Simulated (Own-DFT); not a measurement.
# Strain and stress in diamond silicon, 64 atoms (Si64)

These are calculations, not measurements. They come from Own-DFT, an in-house plane-wave density functional program, since retired, whose code no person has reviewed. Each row is one single-point run on a periodic cell that was not relaxed, without spin or spin-orbit coupling.

Settings of every run: PBE; PseudoDojo norm-conserving scalar-relativistic files; cutoff 20 hartree; 3 x 3 x 3 k mesh centred on Gamma; Fermi-Dirac smearing of 0.1 eV.

Known limits: k mesh not checked against a denser one; stress not checked against mesh or cutoff.

Unstrained cell vectors in Å: (10.862, 0.000, 0.000); (0.000, 10.862, 0.000); (0.000, 0.000, 10.862). The unstrained cell has measured lattice constants (interpolated for alloys), not those of this functional. That, the random moves and any unrelaxed bonds set the pressure at no strain. Each run strains this cell uniformly, with the atoms carried along. Every atom was also moved at random, by a Gaussian of width 0.05 Å on each axis. Strain is the symmetric tensor, in per cent. Stress is positive in tension, and the pressure is minus a third of its trace.

```
run  e_xx (%)  e_yy (%)  e_zz (%)  e_yz (%)  e_xz (%)  e_xy (%)  s_xx (GPa)  s_yy (GPa)  s_zz (GPa)  s_yz (GPa)  s_xz (GPa)  s_xy (GPa)  P (GPa)  E (meV/atom)
  1     -0.11      0.44      0.14      0.85      1.93      0.95       -2.54       -1.91       -2.36        1.98        4.62        0.98     2.27           3.8
  2     -0.40      0.02      1.67     -0.85      1.50     -0.20       -2.20       -1.87       -0.35       -1.71        2.98       -0.58     1.47           5.0
  3      0.10     -0.67     -1.18     -0.27     -0.31      0.96       -3.75       -4.48       -4.88        0.88       -0.78        1.59     4.37          12.6
  4     -1.90     -0.73     -0.08     -1.40      0.27     -1.98       -6.79       -5.80       -4.87       -3.49        1.44       -5.28     5.82          34.2
  5      1.54     -0.57     -1.15      1.07      0.34      1.48       -1.14       -3.35       -3.65        2.42        0.46        2.72     2.71           0.0
  6     -1.65      1.90      1.49     -0.97      0.80     -0.11       -3.04        0.08       -0.32       -2.15        1.31        0.17     1.09          14.1
  7      1.18     -0.11     -0.27     -1.25      1.71     -1.80       -1.19       -2.36       -2.63       -2.15        2.84       -4.16     2.06          12.9
  8     -1.68     -0.60      0.70     -0.65      0.15      0.55       -5.14       -4.18       -2.89       -1.77        1.16        1.24     4.07           4.0
  9      0.29      1.94      1.55      0.56     -1.85     -1.78       -0.40        1.16        0.73        1.33       -3.16       -4.25    -0.50          10.9
 10     -0.05     -1.27     -0.26      1.51      1.50      0.16       -4.03       -4.92       -4.23        3.89        3.42       -0.61     4.39          22.5
 11     -0.37      1.82     -0.32     -0.15      1.51     -1.88       -2.25       -0.27       -2.13       -0.65        3.04       -3.00     1.55           5.9
 12     -0.53     -1.60     -1.34      1.54      0.76      0.70       -5.77       -6.82       -6.46        3.12        1.89        1.60     6.35          27.8
 13     -1.14     -0.03      0.61     -0.33     -1.49     -0.10       -4.15       -3.03       -2.44       -0.64       -3.86       -1.62     3.21           5.0
 14     -0.80      1.80     -0.08     -1.91     -0.31     -1.42       -3.03       -0.76       -2.44       -3.75       -1.19       -3.78     2.08          18.4
 15      1.00     -1.71      1.80      0.36     -0.33      1.34       -1.18       -3.36       -0.41        0.89       -1.69        2.88     1.65           6.1
 16     -1.78     -1.60     -0.59     -0.91      1.03      1.97       -7.53       -7.36       -6.56       -2.12        3.71        4.81     7.15          45.3
 17      1.75     -1.89     -0.94     -0.79     -1.77     -0.60       -2.30       -5.59       -4.50       -2.00       -4.33       -2.63     4.13          33.4
 18     -1.31      1.37     -1.47     -1.60     -0.74     -0.73           ?           ?           ?           ?           ?           ?        ?             ?
```

E is the free energy for each atom above the lowest run shown.

## Worked fit

Each stress component was fitted by least squares to a constant and the strains of the runs shown, as fractions, with shears doubled. Shear strains stay in the fit of a normal stress only where such slopes are resolved. The slopes, in GPa:

```
stress,at no strain,per e_xx,per e_yy,per e_zz,scatter
s_xx,-2.8,162 ± 6,71 ± 5,67 ± 7,0.26
s_yy,-2.8,73 ± 6,158 ± 5,74 ± 7,0.26
s_zz,-2.8,70 ± 6,68 ± 5,158 ± 7,0.26
```

Each shear stress against twice its own strain: yz 105 ± 8, xz 106 ± 7, xy 115 ± 10 GPa. These are stiffnesses along x, y and z of the frame in which the cell vectors are given, which need not be the crystal's axes. The atoms are held to the strained lattice; where symmetry lets them move under strain, relaxing them would lower some slopes. The table should be nearly symmetric about its diagonal, and what it lacks of that shows the noise. A ninth of its sum, 100 ± 3 GPa, estimates the bulk modulus near the mean pressure of these runs, 3.2 GPa, so it lies above the value at zero pressure.

## Withheld run

Question: what normal stresses and pressure should run 18 give?

The fit gives s_xx = -5.0, s_yy = -2.7, s_zz = -5.1 and P = 4.3 GPa. The calculation gave -5.01, -2.46, -5.10 and P = 4.19 GPa.
